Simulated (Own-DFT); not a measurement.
# What it costs to cut wurtzite GaN, m plane (10-10)

No measurement is shown. These are fixed-geometry runs of a retired plane-wave code named Own-DFT, which no person has reviewed; spin and spin-orbit coupling are neglected.

Limits (not all hold for every row): forces not confirmed at this smearing and k mesh; k mesh not checked against a denser one; forces on such cells passed a denser k mesh, each cell not checked.

Both sets of runs: PBE; PseudoDojo norm-conserving scalar-relativistic files (stringent for Ga); cutoff 96 hartree; Gaussian smearing of 0.01 eV. The slab has 64 atoms in 16 layers, two equal faces of 33.07 Å² as cut, 15 Å of vacuum, a dipole correction along the normal and a 6 x 6 x 1 mesh. The bulk cell has 96 atoms, the same measured lattice constants and a 3 x 4 x 3 mesh. In the slab only the 16 atoms nearest the faces were moved at random; u is their rms move along one axis. Energies are counted from -3520.29 eV for each atom.

| slab run | u (Å) | E (eV, cell) |
|---|---|---|
| 1 | 0.0460 | 8.349 |
| 2 | 0.0491 | 8.753 |
| 3 | 0.0532 | 9.059 |
| 4 | 0.0549 | 8.722 |
| 5 | 0.0955 | 11.623 |
| 6 | 0.0997 | 10.931 |
| 7 | 0.1027 | 12.856 |
| 8 | 0.1077 | 12.213 |
| 9 | 0.1078 | 12.345 |
| 10 | 0.1117 | 11.921 |
| 11 | 0.1129 | 11.905 |
| 12 | 0.1213 | 13.837 |

```
bulk run   u (Å)  E (meV/atom)
       1  0.0189          0.63
       2  0.0192          0.36
       3  0.0196          0.38
       4  0.0199          1.90
       5  0.0200          2.22
       6  0.0205          2.65
       7  0.0500         58.81
       8  0.0501         54.80
       9  0.0502         59.26
      10  0.0522         66.18
```

The question: what is the energy of the unrelaxed surface?

## Worked answer

Take each set to u = 0 with E = a + b u². Residuals are scaled by 1/(u² + 0.0006 Å²) to tame the large moves. Slab: a = 7.69 ± 0.13 eV. Bulk: a = -9.1 ± 0.4 meV/atom. The excess is 7.69 - 64 x (-0.0091) = 8.27 ± 0.14 eV. Over two faces that is 125 meV/Å², or 2.00 ± 0.03 J/m². Relaxing the faces would lower the energy, and the unlike meshes and the reach from the smallest u down to zero add errors that aren't counted here.
